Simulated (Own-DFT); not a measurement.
# How strain changes the stress of beta-Si3N4, 112 atoms (N64Si48)

Calculated results; nothing here was measured. They come from Own-DFT, an in-house plane-wave density functional program, since retired, whose code no person has reviewed. Each row is one single-point run on a periodic cell that was not relaxed, without spin or spin-orbit coupling.

Settings of every run: PBE; PseudoDojo norm-conserving scalar-relativistic files; cutoff 42 hartree; 2 x 2 x 4 k mesh centred on Gamma; Fermi-Dirac smearing of 0.1 eV.

Known limits: forces on such cells moved up to 12 meV/angstrom on a denser k mesh; stress not checked against mesh or cutoff.

Unstrained cell vectors in Å: (15.212, 0.000, 0.000); (-7.606, 13.174, 0.000); (0.000, 0.000, 5.818). The unstrained cell has measured lattice constants (interpolated for alloys), not those of this functional. That, the random moves and any unrelaxed bonds set the pressure at no strain. Each run strains this cell uniformly, with the atoms carried along. Every atom was also moved at random, by a Gaussian of width 0.05 Å on each axis. Strain is the symmetric tensor, in per cent. Stress is positive in tension, and the pressure is minus a third of its trace.

```
run,e_xx (%),e_yy (%),e_zz (%),e_yz (%),e_xz (%),e_xy (%),s_xx (GPa),s_yy (GPa),s_zz (GPa),s_yz (GPa),s_xz (GPa),s_xy (GPa),P (GPa),E (meV/atom)
1,0.06,-0.41,-0.20,1.66,1.12,0.30,-6.73,-10.48,-14.25,5.91,5.34,0.37,10.49,54.4
2,0.10,1.53,0.99,1.40,1.08,1.93,-3.52,0.81,-3.45,4.65,2.69,8.51,2.05,25.4
3,0.81,1.27,-0.82,0.50,-1.21,-0.15,-1.46,-1.11,-12.83,2.17,-3.74,-0.51,5.13,14.4
4,0.55,0.01,0.34,-0.41,1.05,0.20,-3.26,-6.04,-9.18,-0.04,3.12,-0.22,6.16,16.4
5,0.09,-1.73,0.78,0.38,0.39,0.02,-8.10,-17.46,-5.87,1.16,1.30,-0.87,10.48,25.0
6,0.81,-0.98,0.59,0.51,-0.55,0.94,-4.34,-10.29,-7.03,2.36,-1.39,3.00,7.22,19.6
7,0.27,0.84,-0.81,0.76,-0.72,-1.59,-7.52,-4.39,-12.74,2.61,-2.42,-7.73,8.21,28.9
8,-1.61,-0.03,1.33,-1.33,-0.02,1.14,-15.99,-8.59,-2.73,-3.55,-0.46,3.57,9.10,28.4
9,-1.09,-1.12,-1.19,-1.73,0.23,0.25,-15.63,-18.25,-20.91,-6.55,-2.07,0.87,18.26,48.2
10,-1.85,1.96,-0.83,1.62,-0.04,1.20,-14.75,-1.42,-15.35,4.38,-0.99,5.18,10.51,36.6
11,1.75,1.29,0.29,0.19,0.67,0.09,3.28,3.04,-7.12,0.61,4.12,0.92,0.27,0.0
12,1.67,1.80,-0.52,1.73,2.00,-1.86,2.50,2.55,-11.23,6.05,5.94,-7.42,2.06,37.5
13,0.07,0.21,-0.31,1.55,-1.98,-0.42,-7.69,-7.56,-11.72,6.33,-5.46,-2.39,8.99,38.7
14,0.28,-1.01,-1.32,1.54,1.01,1.46,-10.05,-14.33,-18.97,4.92,3.77,4.13,14.45,50.4
15,-1.20,-0.97,-0.14,1.56,0.60,-0.43,?,?,?,?,?,?,?,?
```

E is the free energy for each atom above the lowest run shown.

## Worked fit

Each stress component was fitted by least squares to a constant and the strains of the runs shown, as fractions, with shears doubled. Shear strains stay in the fit of a normal stress only where such slopes are resolved. The slopes, in GPa:

```
stress,at no strain,per e_xx,per e_yy,per e_zz,scatter
s_xx,-7.6,518 ± 29,137 ± 25,107 ± 36,1.08
s_yy,-8.1,166 ± 22,538 ± 19,141 ± 27,0.82
s_zz,-10.5,67 ± 34,90 ± 30,618 ± 42,1.27
```

Each shear stress against twice its own strain: yz 167 ± 10, xz 147 ± 15, xy 212 ± 11 GPa. These are stiffnesses along x, y and z of the frame in which the cell vectors are given, which need not be the crystal's axes. The atoms are held to the strained lattice; where symmetry lets them move under strain, relaxing them would lower some slopes. The table should be nearly symmetric about its diagonal, and what it lacks of that shows the noise. A ninth of its sum, 265 ± 7 GPa, estimates the bulk modulus near the mean pressure of these runs, 8.1 GPa, so it lies above the value at zero pressure.

## Withheld run

Question: what normal stresses and pressure should run 15 give?

The fit gives s_xx = -15.3, s_yy = -15.5, s_zz = -13.1 and P = 14.6 GPa. The calculation gave -15.87, -13.59, -12.31 and P = 13.92 GPa.
